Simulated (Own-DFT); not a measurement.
# Which defects push the lattice out? grey tin

Everything here is calculated. The program is Own-DFT (plane waves, in-house, since retired, never reviewed by a person); positions were held fixed, and spin and spin-orbit coupling were off.

Settings: PBE; PseudoDojo norm-conserving scalar-relativistic files; cutoff 42 hartree; 3 x 3 x 3 k mesh centred on Gamma; cold (Marzari-Vanderbilt) smearing of 0.2 eV.

Caveats (not all hold for every row): not probed for a lower state with spin; forces on such cells moved up to 12 meV/angstrom on a denser k mesh; stress not checked against mesh or cutoff.

All runs share one cell, with vectors in Å (12.978, 0.000, 0.000); (0.000, 12.978, 0.000); (0.000, 0.000, 12.978) and a volume of 2185.9 Å³. The atoms are randomly displaced, by u rms on each axis. The defect's site can differ from row to row.

| cell | formula | u (Å) | P (GPa) |
|---|---|---|---|
| no defect | Sn64 | 0.0192 | 3.37 |
| no defect | Sn64 | 0.0194 | 3.38 |
| no defect | Sn64 | 0.0483 | 3.64 |
| two Sn vacancies | Sn62 | 0.0271 | 3.12 |
| two Sn vacancies | Sn62 | 0.0297 | 3.03 |
| two Sn vacancies | Sn62 | 0.0521 | 3.40 |
| one Sn vacancy | Sn63 | 0.0297 | 3.27 |
| one Sn vacancy | Sn63 | 0.0298 | ? |
| one Sn vacancy | Sn63 | 0.0495 | 3.36 |
| one Sn vacancy | Sn63 | 0.0507 | 3.43 |

## Analysis

P = P0 + c u² + a shift for each defect gives P0 = 3.33 GPa, c = 131 ± 22 GPa/Å² and a scatter of 0.06 GPa. The shifts, and each times the cell's volume:

- one Sn vacancy: -0.23 ± 0.05 GPa, -3.2 eV
- two Sn vacancies: -0.34 ± 0.05 GPa, -4.6 eV (-2.3 eV for each of its 2 sites)

Positive is outwards. The product with the volume (160.2 GPa Å³ to the eV) is nearly free of the cell's size; divided by the bulk modulus at the cell's pressure it gives the volume that the defect adds. The atoms around the defects weren't relaxed, which would change these numbers.

## Check

The question: what pressure belongs in the blank (one Sn vacancy, u = 0.0298 Å)?

From the fit: 3.21 ± 0.07 GPa. The calculation gave 3.23 GPa.
